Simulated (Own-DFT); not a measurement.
# Strain and stress in wurtzite AlGaN with randomly placed atoms, 72 atoms (Al9Ga27N36)

Calculated results; nothing here was measured. They come from Own-DFT, an in-house plane-wave density functional program, since retired, whose code no person has reviewed. Each row is one single-point run on a periodic cell that was not relaxed, without spin or spin-orbit coupling.

Settings of every run: PBE; PseudoDojo norm-conserving scalar-relativistic files (stringent for Ga); cutoff 96 hartree; 4 x 4 x 3 k mesh centred on Gamma; Gaussian smearing of 0.01 eV.

Known limits: forces on such cells passed a denser k mesh, each cell not checked; stress not checked against mesh or cutoff.

Unstrained cell vectors in Å: (9.509, 0.000, 0.000); (-4.755, 8.235, 0.000); (0.000, 0.000, 10.268). The unstrained cell has measured lattice constants (interpolated for alloys), not those of this functional. That, the random moves and any unrelaxed bonds set the pressure at no strain. Each run strains this cell uniformly, with the atoms carried along. Every atom was also moved at random, by a Gaussian of width 0.05 Å on each axis. The random placing of the alloy's atoms differs from row to row. Strain is the symmetric tensor, in per cent. Stress is positive in tension, and the pressure is minus a third of its trace.

```
run  e_xx (%)  e_yy (%)  e_zz (%)  s_xx (GPa)  s_yy (GPa)  s_zz (GPa)  P (GPa)  E (meV/atom)
  1      0.00      0.00      1.50       -5.39       -6.49       -0.77     4.22          10.6
  2      0.00      0.00     -1.50       -9.20       -9.05      -13.13    10.46          30.6
  3      0.00      0.00     -1.00       -7.61       -5.89      -13.65     9.05          17.8
  4      0.00      0.00      2.75       -5.89       -5.61        5.15     2.12           5.3
  5      0.00      0.00      2.25       -5.23       -5.40        2.34     2.77           1.0
  6      0.00      0.00     -1.25       -5.97       -9.51      -14.21     9.90          27.6
  7      0.00      0.00     -0.75       -8.72       -7.06      -10.86     8.88          26.9
  8      0.00      0.00      0.25       -7.37       -4.84       -5.85     6.02           0.0
  9      0.00      0.00      1.25           ?           ?           ?        ?             ?
```

E is the free energy for each atom above the lowest run shown.

## Worked fit

The change of volume is close to e_xx + e_yy + e_zz. A straight line through the runs shown gives P = 7.23 - 198 x (fractional change of volume) GPa, with an error of 8 on the slope and a scatter of 0.36 GPa. The strain isn't the same on all axes and the cell isn't cubic, so the slope belongs to this path and is not the bulk modulus.

## Withheld run

Question: what pressure should run 9 give? Its volume changes by 1.25 %.

The line gives 4.8 GPa. The calculation gave 4.73 GPa.
